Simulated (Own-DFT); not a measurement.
GaN (wurtzite, strained, atoms displaced) (calculated)

Computed with Own-DFT development build. A calculation, not a measurement: plane-wave PBE density functional theory by an unreviewed code, no spin, of a simulated periodic cell, stress positive in tension, free energy of the whole cell less one offset for each atom, forces on such cells passed a denser k mesh, this cell's mesh not checked; offsets are fitted by least squares, one for each functional and potential file, so energies compare only between cells with the same atoms and settings and are not formation energies; the far tail of each file's local potential was reset to the Coulomb form; each entry is a single point on an unrelaxed cell, so the pressure reflects the starting lattice, mostly measured values (interpolated for alloys), from which strain is counted, and rises with the displacements; printed positions are rounded, which can move forces by about a meV/angstrom; the program, named Own-DFT, is a retired in-house code; no spin-orbit coupling.

Settings shared by all entries: functional PBE; potential files PseudoDojo norm-conserving, scalar-relativistic, standard set with the stringent files for Ga; wave cutoff 96 hartree; occupations Gaussian; smearing width 0.01 eV; k mesh 3 x 4 x 3 centred on Gamma.

```json
{"entry": 1, "formula": "GaN", "kind": "wurtzite, strained, atoms displaced", "structure": {"cell_angstrom": [[12.756, 0.0, 0.0], [-4.7835, 8.2853, -0.0621], [0.0, -0.0778, 10.37]], "atoms_fractional": [["Ga", 0.0864, 0.22827, 0.00333], ["Ga", 0.16827, 0.11275, 0.25068], ["N", 0.08655, 0.22611, 0.1875], ["N", 0.16896, 0.11885, 0.43676], ["Ga", 0.08411, 0.21054, 0.49391], ["Ga", 0.1621, 0.10126, 0.75067], ["N", 0.08175, 0.21645, 0.69553], ["N", 0.16878, 0.12144, 0.93426], ["Ga", 0.0848, 0.5525, 0.99793], ["Ga", 0.16773, 0.44134, 0.2493], ["N", 0.08526, 0.55724, 0.19667], ["N", 0.16512, 0.44292, 0.43401], ["Ga", 0.08689, 0.55524, 0.4983], ["Ga", 0.16537, 0.45218, 0.75092], ["N", 0.08249, 0.55744, 0.68684], ["N", 0.15961, 0.44527, 0.94079], ["Ga", 0.09209, 0.89655, 0.99418], ["Ga", 0.16733, 0.78489, 0.24444], ["N", 0.0951, 0.897, 0.18577], ["N", 0.17038, 0.78348, 0.43695], ["Ga", 0.0791, 0.8841, 0.49519], ["Ga", 0.16469, 0.76331, 0.75685], ["N", 0.08084, 0.88319, 0.69015], ["N", 0.17005, 0.77148, 0.9372], ["Ga", 0.33895, 0.22165, 0.99527], ["Ga", 0.41556, 0.10537, 0.24972], ["N", 0.33552, 0.22177, 0.19087], ["N", 0.41912, 0.10898, 0.44399], ["Ga", 0.33066, 0.22853, 0.50168], ["Ga", 0.41167, 0.1049, 0.74738], ["N", 0.33577, 0.22139, 0.68757], ["N", 0.41253, 0.10588, 0.94239], ["Ga", 0.32916, 0.55435, 0.0002], ["Ga", 0.42183, 0.45226, 0.256], ["N", 0.33256, 0.55492, 0.18643], ["N", 0.41816, 0.44007, 0.4345], ["Ga", 0.32979, 0.54614, 0.50289], ["Ga", 0.41738, 0.44747, 0.74961], ["N", 0.33543, 0.56592, 0.68651], ["N", 0.41838, 0.44733, 0.93562], ["Ga", 0.33814, 0.89648, 0.00181], ["Ga", 0.42094, 0.78456, 0.25241], ["N", 0.32999, 0.88952, 0.1882], ["N", 0.41444, 0.78713, 0.44125], ["Ga", 0.33951, 0.89282, 0.50153], ["Ga", 0.42177, 0.78432, 0.76406], ["N", 0.3211, 0.88357, 0.69514], ["N", 0.42054, 0.78211, 0.94388], ["Ga", 0.58619, 0.21981, 0.9975], ["Ga", 0.66382, 0.10309, 0.24684], ["N", 0.58456, 0.22099, 0.18482], ["N", 0.66562, 0.10921, 0.43638], ["Ga", 0.57978, 0.21968, 0.50652], ["Ga", 0.66798, 0.1067, 0.7401], ["N", 0.58841, 0.22215, 0.68832], ["N", 0.65859, 0.10454, 0.94238], ["Ga", 0.58533, 0.56083, 0.0032], ["Ga", 0.66737, 0.43423, 0.24229], ["N", 0.58962, 0.55778, 0.19123], ["N", 0.66707, 0.43644, 0.43653], ["Ga", 0.57856, 0.5662, 0.49437], ["Ga", 0.6676, 0.44627, 0.74921], ["N", 0.59015, 0.55741, 0.69594], ["N", 0.67231, 0.45566, 0.93969], ["Ga", 0.58497, 0.87792, 0.99778], ["Ga", 0.66084, 0.76836, 0.24152], ["N", 0.5809, 0.88898, 0.19312], ["N", 0.67742, 0.79029, 0.4342], ["Ga", 0.58872, 0.88185, 0.49713], ["Ga", 0.66529, 0.78338, 0.75533], ["N", 0.58004, 0.88291, 0.69067], ["N", 0.6672, 0.77875, 0.93918], ["Ga", 0.8273, 0.22851, 0.00647], ["Ga", 0.92571, 0.12073, 0.25026], ["N", 0.82281, 0.21829, 0.18659], ["N", 0.91846, 0.10872, 0.43568], ["Ga", 0.83623, 0.21875, 0.49904], ["Ga", 0.92146, 0.11838, 0.74655], ["N", 0.83159, 0.21643, 0.69162], ["N", 0.91387, 0.10209, 0.94237], ["Ga", 0.82921, 0.5577, 0.00233], ["Ga", 0.91897, 0.44706, 0.24929], ["N", 0.84174, 0.56211, 0.1925], ["N", 0.91539, 0.44235, 0.43267], ["Ga", 0.83233, 0.55943, 0.50723], ["Ga", 0.91501, 0.44356, 0.75467], ["N", 0.83535, 0.55672, 0.68516], ["N", 0.91111, 0.44077, 0.93451], ["Ga", 0.8346, 0.89322, 0.99966], ["Ga", 0.90771, 0.77231, 0.24672], ["N", 0.8394, 0.88485, 0.18054], ["N", 0.91909, 0.78033, 0.43439], ["Ga", 0.83233, 0.8862, 0.49819], ["Ga", 0.91817, 0.777, 0.74815], ["N", 0.83832, 0.89157, 0.69166], ["N", 0.915, 0.77845, 0.94375]]}, "results": {"free_energy_of_cell_above_offsets [eV]": "-5.146", "pressure [GPa]": 6.95, "stress_xx [GPa]": -7.14, "stress_yy [GPa]": -6.95, "stress_zz [GPa]": -6.75, "stress_yz [GPa]": -1.74, "stress_xz [GPa]": 0.28, "stress_xy [GPa]": 0.73, "force_element": ["Ga", "Ga", "N", "N", "Ga", "Ga", "N", "N", "Ga", "Ga", "N", "N", "Ga", "Ga", "N", "N", "Ga", "Ga", "N", "N", "Ga", "Ga", "N", "N", "Ga", "Ga", "N", "N", "Ga", "Ga", "N", "N", "Ga", "Ga", "N", "N", "Ga", "Ga", "N", "N", "Ga", "Ga", "N", "N", "Ga", "Ga", "N", "N", "Ga", "Ga", "N", "N", "Ga", "Ga", "N", "N", "Ga", "Ga", "N", "N", "Ga", "Ga", "N", "N", "Ga", "Ga", "N", "N", "Ga", "Ga", "N", "N", "Ga", "Ga", "N", "N", "Ga", "Ga", "N", "N", "Ga", "Ga", "N", "N", "Ga", "Ga", "N", "N", "Ga", "Ga", "N", "N", "Ga", "Ga", "N", "N"], "force_x [eV/angstrom]": [-0.774, 0.541, 0.255, 1.312, -2.044, 0.3, 0.77, 0.887, -2.269, -0.317, 0.195, 0.845, -1.13, 0.903, -0.254, 2.088, -0.919, 0.603, -2.209, -0.02, 1.317, -1.391, 0.677, -0.479, -1.503, -0.057, -0.004, -1.329, 1.653, 0.685, -0.939, 1.136, 0.543, -0.318, 0.605, -1.013, -0.688, 0.208, 0.224, -0.193, -0.168, -1.506, 1.434, 2.873, -2.253, -1.275, 2.541, -0.43, -1.312, -0.547, -0.344, 0.388, 1.021, -0.508, -1.009, 1.477, -0.083, 0.406, -0.571, -1.065, 2.894, 0.79, -1.848, -1.118, -1.337, 1.149, 1.02, -1.122, -2.262, 1.68, 0.135, 0.713, 1.036, -1.492, 2.094, 0.041, -0.99, -0.357, 0.306, -0.491, 1.683, 0.001, -0.988, 0.324, 0.428, -0.081, -0.056, 0.355, 0.555, 2.134, -2.342, -0.851, 1.528, -0.438, -1.145, 1.086], "force_y [eV/angstrom]": [-1.164, 0.138, -0.412, -1.611, 1.897, 0.847, 1.581, -0.603, 0.762, 1.262, -0.307, -0.718, 0.542, -1.256, -1.558, -0.41, -0.53, -1.14, -0.167, -0.403, 0.517, 1.656, -0.159, 0.555, 0.83, 1.098, 0.831, 0.668, -1.461, 0.434, 0.443, 1.081, 0.067, -1.173, 0.457, 1.036, 1.485, -0.042, -0.907, 0.005, -1.379, -0.899, -0.287, -2.2, -0.031, -0.164, 0.43, -0.878, 0.716, 1.175, -1.017, -0.369, 0.488, 0.169, -0.322, -0.414, -0.69, 1.13, -1.526, 1.191, -0.792, -0.286, 0.571, -1.76, 1.901, 2.758, -1.287, -2.218, 1.487, -0.468, 0.313, -0.513, -1.354, -1.315, 0.706, -0.095, 0.698, -1.296, 0.943, 2.603, 0.875, -0.427, -1.779, 0.153, -0.833, -0.186, -0.416, 0.695, -0.614, 1.23, 1.197, -0.509, 0.84, 0.124, -0.277, 0.038], "force_z [eV/angstrom]": [-0.922, -0.628, 0.153, -0.22, 1.771, -0.396, -1.586, 0.774, 1.726, 0.1, -1.58, 0.943, -0.627, -0.356, -0.187, -0.868, 0.575, 1.362, -0.539, 0.076, 0.764, -0.881, -0.5, 1.04, 1.06, 0.67, -0.327, -0.753, 0.013, 0.418, 0.161, -1.375, -0.051, -2.277, 0.565, 1.199, -0.752, -0.165, 0.933, 0.653, 0.36, 0.102, -0.239, -0.569, 1.045, -2.003, -0.685, 0.504, 0.002, 1.197, -0.088, 0.641, -1.293, 1.585, 1.066, -1.287, -0.632, 1.696, -0.541, 0.014, 1.136, 0.277, -1.577, -0.229, 1.169, 0.837, -1.289, -0.773, 0.324, -0.749, -0.725, 0.233, -1.5, -0.792, 0.831, 0.141, -0.276, 1.534, -0.892, -0.597, 0.237, 0.213, -1.168, 1.581, -2.312, -1.38, 1.44, 1.354, -0.347, 0.513, 1.324, 0.182, 1.028, 1.102, -0.71, -0.986]}}
{"entry": 2, "formula": "GaN", "kind": "wurtzite, strained, atoms displaced", "structure": {"cell_angstrom": [[12.756, 0.0, -0.0957], [-4.7835, 8.2853, 0.0359], [-0.0778, 0.0, 10.37]], "atoms_fractional": [["Ga", 0.0911, 0.23007, 0.00484], ["Ga", 0.16914, 0.11691, 0.25379], ["N", 0.08276, 0.22563, 0.18718], ["N", 0.16657, 0.11193, 0.43738], ["Ga", 0.0806, 0.22218, 0.50293], ["Ga", 0.16312, 0.10008, 0.74454], ["N", 0.08695, 0.24641, 0.69489], ["N", 0.1602, 0.10593, 0.93797], ["Ga", 0.08708, 0.54729, 0.99624], ["Ga", 0.17526, 0.44543, 0.24239], ["N", 0.08529, 0.55597, 0.18734], ["N", 0.17054, 0.44376, 0.441], ["Ga", 0.08243, 0.55334, 0.5018], ["Ga", 0.16538, 0.44603, 0.7565], ["N", 0.08705, 0.56069, 0.68608], ["N", 0.16066, 0.44017, 0.94079], ["Ga", 0.0919, 0.88635, 0.99048], ["Ga", 0.16754, 0.7735, 0.23895], ["N", 0.08756, 0.88715, 0.18792], ["N", 0.16801, 0.78866, 0.43499], ["Ga", 0.08831, 0.88686, 0.50175], ["Ga", 0.16495, 0.78684, 0.75773], ["N", 0.08774, 0.88137, 0.68807], ["N", 0.17298, 0.7932, 0.94075], ["Ga", 0.32762, 0.22008, 0.99546], ["Ga", 0.42504, 0.11345, 0.24711], ["N", 0.33045, 0.21539, 0.18797], ["N", 0.41738, 0.11635, 0.44738], ["Ga", 0.33484, 0.22488, 0.50414], ["Ga", 0.42045, 0.1077, 0.74214], ["N", 0.32234, 0.21315, 0.68402], ["N", 0.41447, 0.11036, 0.93951], ["Ga", 0.34032, 0.56528, 0.0022], ["Ga", 0.4081, 0.43464, 0.24894], ["N", 0.3307, 0.54814, 0.18591], ["N", 0.42194, 0.44767, 0.43745], ["Ga", 0.33172, 0.55252, 0.50163], ["Ga", 0.41519, 0.44773, 0.75038], ["N", 0.34047, 0.5635, 0.68849], ["N", 0.42189, 0.45916, 0.9376], ["Ga", 0.33817, 0.89924, 0.01048], ["Ga", 0.42626, 0.78502, 0.24914], ["N", 0.33757, 0.88513, 0.18956], ["N", 0.41463, 0.77584, 0.43869], ["Ga", 0.33779, 0.90107, 0.49685], ["Ga", 0.41313, 0.7774, 0.75219], ["N", 0.3286, 0.87934, 0.68736], ["N", 0.41102, 0.77767, 0.94197], ["Ga", 0.5954, 0.23091, 0.99113], ["Ga", 0.66973, 0.12436, 0.24984], ["N", 0.57538, 0.22149, 0.18124], ["N", 0.65847, 0.11303, 0.437], ["Ga", 0.58742, 0.22496, 0.49638], ["Ga", 0.66799, 0.10467, 0.75372], ["N", 0.582, 0.22247, 0.6788], ["N", 0.66815, 0.11328, 0.94317], ["Ga", 0.58328, 0.55958, 0.00396], ["Ga", 0.66132, 0.44543, 0.25521], ["N", 0.57967, 0.54912, 0.19361], ["N", 0.66445, 0.44066, 0.43063], ["Ga", 0.5807, 0.55297, 0.49234], ["Ga", 0.66258, 0.43997, 0.74881], ["N", 0.57939, 0.55308, 0.69386], ["N", 0.66709, 0.44706, 0.93498], ["Ga", 0.57921, 0.88849, 0.00261], ["Ga", 0.67045, 0.79096, 0.25], ["N", 0.58545, 0.88813, 0.19025], ["N", 0.6685, 0.77512, 0.43395], ["Ga", 0.58111, 0.88675, 0.49887], ["Ga", 0.66582, 0.7794, 0.76024], ["N", 0.58046, 0.88079, 0.6836], ["N", 0.66894, 0.77977, 0.93667], ["Ga", 0.82944, 0.22282, 0.98938], ["Ga", 0.9141, 0.10141, 0.25618], ["N", 0.83588, 0.22641, 0.19002], ["N", 0.91483, 0.10998, 0.44156], ["Ga", 0.82936, 0.21951, 0.50081], ["Ga", 0.92389, 0.1157, 0.75698], ["N", 0.8345, 0.21011, 0.68759], ["N", 0.91684, 0.11094, 0.93821], ["Ga", 0.82655, 0.55253, 0.00321], ["Ga", 0.91949, 0.44878, 0.25837], ["N", 0.8293, 0.54931, 0.18694], ["N", 0.91576, 0.43248, 0.44271], ["Ga", 0.83122, 0.55583, 0.50162], ["Ga", 0.92223, 0.44529, 0.74868], ["N", 0.83346, 0.55051, 0.67848], ["N", 0.91609, 0.44555, 0.94067], ["Ga", 0.83456, 0.88477, 0.9991], ["Ga", 0.91634, 0.77534, 0.259], ["N", 0.83608, 0.8907, 0.18924], ["N", 0.9271, 0.7812, 0.4346], ["Ga", 0.83839, 0.89294, 0.50001], ["Ga", 0.91798, 0.77887, 0.75349], ["N", 0.83801, 0.89206, 0.68867], ["N", 0.91149, 0.76729, 0.94135]]}, "results": {"free_energy_of_cell_above_offsets [eV]": "-4.815", "pressure [GPa]": 7.03, "stress_xx [GPa]": -7.11, "stress_yy [GPa]": -6.08, "stress_zz [GPa]": -7.9, "stress_yz [GPa]": 0.39, "stress_xz [GPa]": -1.3, "stress_xy [GPa]": 0.6, "force_element": ["Ga", "Ga", "N", "N", "Ga", "Ga", "N", "N", "Ga", "Ga", "N", "N", "Ga", "Ga", "N", "N", "Ga", "Ga", "N", "N", "Ga", "Ga", "N", "N", "Ga", "Ga", "N", "N", "Ga", "Ga", "N", "N", "Ga", "Ga", "N", "N", "Ga", "Ga", "N", "N", "Ga", "Ga", "N", "N", "Ga", "Ga", "N", "N", "Ga", "Ga", "N", "N", "Ga", "Ga", "N", "N", "Ga", "Ga", "N", "N", "Ga", "Ga", "N", "N", "Ga", "Ga", "N", "N", "Ga", "Ga", "N", "N", "Ga", "Ga", "N", "N", "Ga", "Ga", "N", "N", "Ga", "Ga", "N", "N", "Ga", "Ga", "N", "N", "Ga", "Ga", "N", "N", "Ga", "Ga", "N", "N"], "force_x [eV/angstrom]": [-1.087, -0.176, 0.26, -0.338, 0.635, -1.138, 1.13, 0.32, -2.581, -2.392, 0.241, -0.927, 0.78, 0.847, -0.284, 2.369, -3.886, -0.109, -1.131, 1.655, -0.452, 3.071, -3.121, 2.555, 0.865, -2.451, 0.282, 0.487, -0.554, -1.285, 1.47, 0.752, -0.714, 1.218, 1.142, -1.674, 0.495, 0.261, -1.226, -0.392, -0.015, -0.937, -0.231, 0.073, -0.199, 0.485, -0.185, 0.545, -2.705, 0.302, 2.413, 2.083, -1.382, -0.282, 0.969, -0.491, 0.53, 1.116, -0.945, 0.278, 1.018, 0.414, 0.681, -0.555, 0.646, 1.211, -0.504, -0.115, 0.325, 0.597, -0.16, -0.769, 2.298, -0.249, -0.107, 0.001, 0.064, 0.001, -1.281, 0.146, 1.429, 0.195, -0.227, -0.763, 0.604, -0.667, -0.379, 0.036, 0.223, 0.827, -0.048, -1.541, -0.116, -0.151, -0.164, 0.739], "force_y [eV/angstrom]": [-1.907, -1.44, -0.676, 0.221, 0.523, 1.52, -4.298, 0.696, 1.698, -0.295, -0.752, -0.148, 0.952, 2.647, 0.26, 0.806, 0.695, 0.755, 0.504, -1.743, 0.84, -1.861, 1.095, -2.839, 0.615, -0.993, 0.219, 0.606, 0.155, -0.328, 1.08, 1.11, -1.199, 0.436, 1.775, -0.923, 0.61, -0.781, -0.983, -1.67, -0.349, -1.517, 0.555, 0.301, -2.121, 0.156, 1.162, 1.035, -0.53, -0.354, 1.042, -0.935, 0.287, 0.172, -0.259, -1.415, -0.426, -0.292, 1.422, 0.71, 0.768, 0.708, 0.394, 0.037, -0.096, -1.891, 1.41, 0.795, -0.156, -0.433, 0.906, 0.216, 0.419, 1.919, -0.5, 0.131, -0.916, -0.549, 1.075, 0.007, 0.022, -0.511, 0.412, 1.639, -0.051, -0.393, 0.271, 0.307, 0.972, 0.02, -0.872, -0.615, -1.06, -0.933, -0.239, 1.161], "force_z [eV/angstrom]": [-0.415, -0.754, 0.776, 1.105, 0.139, 0.759, -1.539, -0.846, 1.266, 1.796, -0.237, -0.923, -0.723, -0.421, 1.186, -0.453, 2.909, 1.6, -0.592, -0.423, -0.506, -0.437, -0.439, -0.491, 0.265, 1.136, -0.36, -1.768, -1.08, 0.818, 1.348, -0.941, -0.248, 0.145, -0.088, -0.18, 0.021, -0.129, 0.334, 0.143, -1.464, 0.935, 0.799, -0.404, 0.317, -0.268, -0.031, -0.321, 1.112, -0.478, -0.205, -0.36, 0.296, -1.28, 1.692, -1.244, 0.234, -2.126, -0.851, 2.125, 1.399, -0.62, -1.152, 0.004, -0.163, 0.02, -0.785, 0.829, -0.296, -2.654, 1.309, 1.961, 2.044, -0.99, -0.313, -0.146, 0.229, -0.762, 0.459, 0.981, -0.004, -1.32, 1.174, -0.105, -1.53, -0.142, 2.324, -0.839, 0.361, -2.776, -0.251, 2.052, 0.362, -0.511, 0.26, -0.644]}}
{"entry": 3, "formula": "GaN", "kind": "wurtzite, strained, atoms displaced", "structure": {"cell_angstrom": [[12.756, 0.0, 0.0], [-4.7835, 8.2853, -0.0621], [0.0, -0.0778, 10.37]], "atoms_fractional": [["Ga", 0.08523, 0.22313, 0.00422], ["Ga", 0.17382, 0.11109, 0.24423], ["N", 0.08509, 0.22614, 0.18583], ["N", 0.16329, 0.101, 0.44709], ["Ga", 0.08474, 0.23178, 0.49265], ["Ga", 0.17111, 0.11749, 0.75088], ["N", 0.09383, 0.2263, 0.68476], ["N", 0.15626, 0.09832, 0.94097], ["Ga", 0.08245, 0.547, 0.00096], ["Ga", 0.1613, 0.43998, 0.25057], ["N", 0.07887, 0.55842, 0.19664], ["N", 0.1621, 0.43959, 0.43453], ["Ga", 0.08273, 0.54581, 0.50516], ["Ga", 0.17177, 0.45907, 0.74875], ["N", 0.08387, 0.55383, 0.69342], ["N", 0.15877, 0.44172, 0.93476], ["Ga", 0.09305, 0.89884, 0.00083], ["Ga", 0.16897, 0.77462, 0.24935], ["N", 0.07776, 0.89129, 0.19057], ["N", 0.16544, 0.77877, 0.43084], ["Ga", 0.07199, 0.88267, 0.49843], ["Ga", 0.15894, 0.77196, 0.75627], ["N", 0.08787, 0.88616, 0.68505], ["N", 0.17387, 0.7791, 0.94336], ["Ga", 0.32929, 0.21612, 0.99898], ["Ga", 0.42139, 0.11246, 0.25234], ["N", 0.33035, 0.21747, 0.18607], ["N", 0.41646, 0.10373, 0.43517], ["Ga", 0.32485, 0.21616, 0.49429], ["Ga", 0.41557, 0.1181, 0.74803], ["N", 0.33519, 0.2257, 0.68855], ["N", 0.41148, 0.10208, 0.93481], ["Ga", 0.34129, 0.5606, 0.00306], ["Ga", 0.41615, 0.44565, 0.2521], ["N", 0.3339, 0.55888, 0.18413], ["N", 0.41728, 0.44784, 0.44593], ["Ga", 0.33201, 0.55508, 0.49618], ["Ga", 0.4095, 0.44277, 0.75526], ["N", 0.33506, 0.55918, 0.68892], ["N", 0.4188, 0.4482, 0.94324], ["Ga", 0.34326, 0.89992, 0.00664], ["Ga", 0.41717, 0.77895, 0.25251], ["N", 0.33658, 0.89356, 0.18789], ["N", 0.41467, 0.78245, 0.43655], ["Ga", 0.34093, 0.89781, 0.50062], ["Ga", 0.41977, 0.77543, 0.75375], ["N", 0.33377, 0.88513, 0.67779], ["N", 0.41642, 0.76492, 0.93051], ["Ga", 0.58924, 0.2213, 0.00044], ["Ga", 0.65971, 0.10731, 0.25551], ["N", 0.57533, 0.21901, 0.18419], ["N", 0.66856, 0.11761, 0.44341], ["Ga", 0.57988, 0.21909, 0.4982], ["Ga", 0.66716, 0.11419, 0.76228], ["N", 0.58506, 0.23126, 0.68832], ["N", 0.66785, 0.10566, 0.93825], ["Ga", 0.58744, 0.56551, 0.00052], ["Ga", 0.6706, 0.45008, 0.2496], ["N", 0.58345, 0.56545, 0.18943], ["N", 0.6709, 0.44078, 0.4482], ["Ga", 0.58155, 0.54647, 0.49439], ["Ga", 0.67383, 0.46238, 0.75051], ["N", 0.57689, 0.54737, 0.6871], ["N", 0.67059, 0.45041, 0.94411], ["Ga", 0.58443, 0.89519, 0.99331], ["Ga", 0.66105, 0.76592, 0.25275], ["N", 0.58932, 0.89403, 0.19126], ["N", 0.66246, 0.78392, 0.43601], ["Ga", 0.58397, 0.89656, 0.50106], ["Ga", 0.66697, 0.77243, 0.7546], ["N", 0.57911, 0.88917, 0.67842], ["N", 0.66726, 0.77702, 0.9362], ["Ga", 0.83254, 0.22467, 0.00198], ["Ga", 0.91834, 0.11208, 0.24799], ["N", 0.82973, 0.22412, 0.19323], ["N", 0.91304, 0.1048, 0.43303], ["Ga", 0.8331, 0.21652, 0.50023], ["Ga", 0.9209, 0.11652, 0.74944], ["N", 0.83144, 0.22614, 0.69111], ["N", 0.91641, 0.11168, 0.93849], ["Ga", 0.83634, 0.5624, 0.00581], ["Ga", 0.91639, 0.44594, 0.25492], ["N", 0.8289, 0.55708, 0.19482], ["N", 0.91689, 0.44011, 0.44002], ["Ga", 0.83673, 0.55601, 0.50187], ["Ga", 0.916, 0.4503, 0.74673], ["N", 0.83059, 0.55272, 0.68552], ["N", 0.91842, 0.44852, 0.93615], ["Ga", 0.83206, 0.8888, 0.00602], ["Ga", 0.91977, 0.78658, 0.25282], ["N", 0.83179, 0.8885, 0.17961], ["N", 0.91361, 0.77998, 0.44203], ["Ga", 0.83639, 0.88952, 0.4915], ["Ga", 0.9242, 0.78613, 0.76172], ["N", 0.8379, 0.88473, 0.68964], ["N", 0.91585, 0.78019, 0.93418]]}, "results": {"free_energy_of_cell_above_offsets [eV]": "-4.850", "pressure [GPa]": 6.89, "stress_xx [GPa]": -5.49, "stress_yy [GPa]": -6.8, "stress_zz [GPa]": -8.39, "stress_yz [GPa]": -0.81, "stress_xz [GPa]": 0.52, "stress_xy [GPa]": -0.03, "force_element": ["Ga", "Ga", "N", "N", "Ga", "Ga", "N", "N", "Ga", "Ga", "N", "N", "Ga", "Ga", "N", "N", "Ga", "Ga", "N", "N", "Ga", "Ga", "N", "N", "Ga", "Ga", "N", "N", "Ga", "Ga", "N", "N", "Ga", "Ga", "N", "N", "Ga", "Ga", "N", "N", "Ga", "Ga", "N", "N", "Ga", "Ga", "N", "N", "Ga", "Ga", "N", "N", "Ga", "Ga", "N", "N", "Ga", "Ga", "N", "N", "Ga", "Ga", "N", "N", "Ga", "Ga", "N", "N", "Ga", "Ga", "N", "N", "Ga", "Ga", "N", "N", "Ga", "Ga", "N", "N", "Ga", "Ga", "N", "N", "Ga", "Ga", "N", "N", "Ga", "Ga", "N", "N", "Ga", "Ga", "N", "N"], "force_x [eV/angstrom]": [-0.889, -1.886, 0.331, -1.192, 0.645, 0.027, -1.748, 0.872, -0.977, 0.207, 0.974, 0.949, -0.941, 0.732, -0.916, 2.371, -0.595, -0.711, 1.666, 0.104, 2.633, 1.821, -1.077, -0.577, 0.367, -1.393, 1.257, -0.86, 1.445, 1.295, -0.574, 0.617, -1.546, -0.2, -0.294, -0.334, -0.229, 1.071, -0.195, 0.26, -0.18, 0.373, 0.036, 0.933, -1.694, -0.947, -0.411, -0.343, -1.527, 0.733, 1.649, -0.167, 0.393, -0.585, 0.228, -0.463, 0.119, -1.194, 0.377, -0.925, 0.232, -0.562, -0.214, -0.186, 0.429, 0.019, -0.896, 1.325, -0.115, -0.232, 1.193, -0.361, 0.999, -0.791, 0.207, 0.575, -0.476, 0.128, 0.811, -0.082, 0.395, -0.57, 1.442, 0.03, -0.015, 0.103, 0.901, -0.658, 0.331, -0.741, -0.012, 0.254, -1.999, -0.067, -0.974, 0.665], "force_y [eV/angstrom]": [0.068, -0.508, -0.762, 1.101, -2.602, -1.156, 0.592, 3.257, 1.471, 1.312, -1.016, 1.138, 2.09, -1.805, 0.142, -0.265, -3.453, 1.089, -0.098, -0.467, 0.088, 1.195, 0.477, -0.275, 0.628, -0.393, 1.125, 2.071, 0.463, -1.169, -0.094, 1.915, -1.047, -0.076, -0.553, -1.323, 1.022, 0.396, -0.487, -1.28, -2.144, 0.33, -0.53, -1.001, -1.909, 1.06, 0.244, 2.167, 0.688, 0.85, 1.127, -0.57, 0.466, -0.058, -0.497, 1.153, -1.204, -1.008, -3.172, 0.336, 1.564, -1.91, 0.988, -0.539, -1.957, 3.622, -0.979, -1.064, -0.494, 0.604, 0.315, 0.743, 0.356, -0.188, -0.166, 1.024, 0.51, -0.302, -0.561, 0.036, -0.041, -0.132, 0.755, 0.133, -0.052, -0.658, 1.524, -0.294, 0.515, -0.79, -0.125, -1.496, -0.256, -0.467, 0.709, -0.063], "force_z [eV/angstrom]": [-1.37, 1.598, 0.949, -2.046, 1.335, -0.484, -0.065, -1.07, 0.694, -0.792, -1.544, 0.064, -0.614, 0.493, -0.984, 0.501, 0.823, 0.036, -0.647, 1.637, 0.586, -0.642, 0.78, 0.209, -0.323, -0.267, 0.264, -0.028, 1.132, -0.487, -0.296, 0.173, -0.508, -0.243, 1.459, -1.674, 0.825, -0.604, -0.707, -0.239, -1.135, -0.469, 0.385, -0.069, -0.335, -2.245, 2.7, 1.929, -0.665, -0.15, 0.504, -0.823, 1.415, -3.634, 0.764, 1.093, 0.108, 0.693, -0.485, -2.034, 1.37, 0.274, 0.164, -0.317, 1.545, 0.298, -1.052, 0.482, -0.81, -2.15, 2.849, 0.653, 0.19, -0.631, -0.491, 0.33, 0.511, -0.172, -0.233, 0.398, -0.444, -0.183, -0.415, 0.528, -0.011, 0.535, 0.543, 0.566, -2.592, -0.238, 3.016, -1.365, 2.019, -3.054, -0.531, 2.949]}}
```
